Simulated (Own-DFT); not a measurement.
# A layer strained by its substrate: wurtzite AlGaN with randomly placed atoms, 72 atoms (Al9Ga27N36)

Everything here is calculated. The program is Own-DFT (plane waves, in-house, since retired, never reviewed by a person); positions were held fixed, and spin and spin-orbit coupling were off.

Method: PBE; PseudoDojo norm-conserving scalar-relativistic files; cutoff 42 hartree; 4 x 4 x 3 k mesh centred on Gamma; Fermi-Dirac smearing of 0.1 eV.

Keep in mind: forces on such cells passed a denser k mesh, each cell not checked; stress not checked against mesh or cutoff.

Unstrained cell vectors in Å: (9.509, 0.000, 0.000); (-4.755, 8.235, 0.000); (0.000, 0.000, 10.268). The unstrained cell has measured lattice constants (interpolated for alloys), not those of this functional. That, the random moves and any unrelaxed bonds set the pressure at no strain. Each run strains x and y alike by e, as a substrate would, and holds the height along z. Each atom got a random Gaussian move of width 0.05 Å along each axis. The random placing of the alloy's atoms differs from row to row. Stress is positive in tension.

| e (%) | u (Å) | (s_xx + s_yy)/2 (GPa) | s_zz (GPa) |
|---|---|---|---|
| -3.00 | 0.047 | -27.10 | -12.14 |
| -2.75 | 0.053 | -24.10 | -14.64 |
| -1.50 | 0.054 | -16.87 | -11.17 |
| -1.25 | 0.052 | -15.11 | -9.77 |
| -0.75 | 0.050 | -12.10 | -8.54 |
| -0.25 | 0.048 | -8.90 | -7.43 |
| 0.50 | 0.050 | -4.45 | -7.34 |
| 1.00 | 0.047 | -2.02 | -5.13 |
| 1.25 | 0.047 | ? | ? |
| 1.75 | 0.049 | 1.31 | -5.08 |

## What the rows give

With e as a fraction, the in-plane stress is -7.6 + 563 e - 2416 e² GPa (errors 14 and 671, scatter 0.44), and s_zz is -7.7 + 190 e GPa (slope ± 22, scatter 1.01). At e = 0 the first slope is C11 + C12 and the second 2 C13, both with the ions held to the strained lattice and at the cell's own pressure. The term in e² is negative: the layer stiffens under compression and softens under tension. A free layer would change its height as e changes, and the in-plane slope would drop by 2 C13²/C33 to the biaxial modulus. At fixed height, a misfit of 1 % moves the in-plane stress by about 5.6 GPa and s_zz by 1.9 GPa.

## The run left out

The question: what are the two stresses at e = 1.25 %?

Estimate: -0.9 and -5.3 GPa. The calculation gave -1.60 and -5.20 GPa.
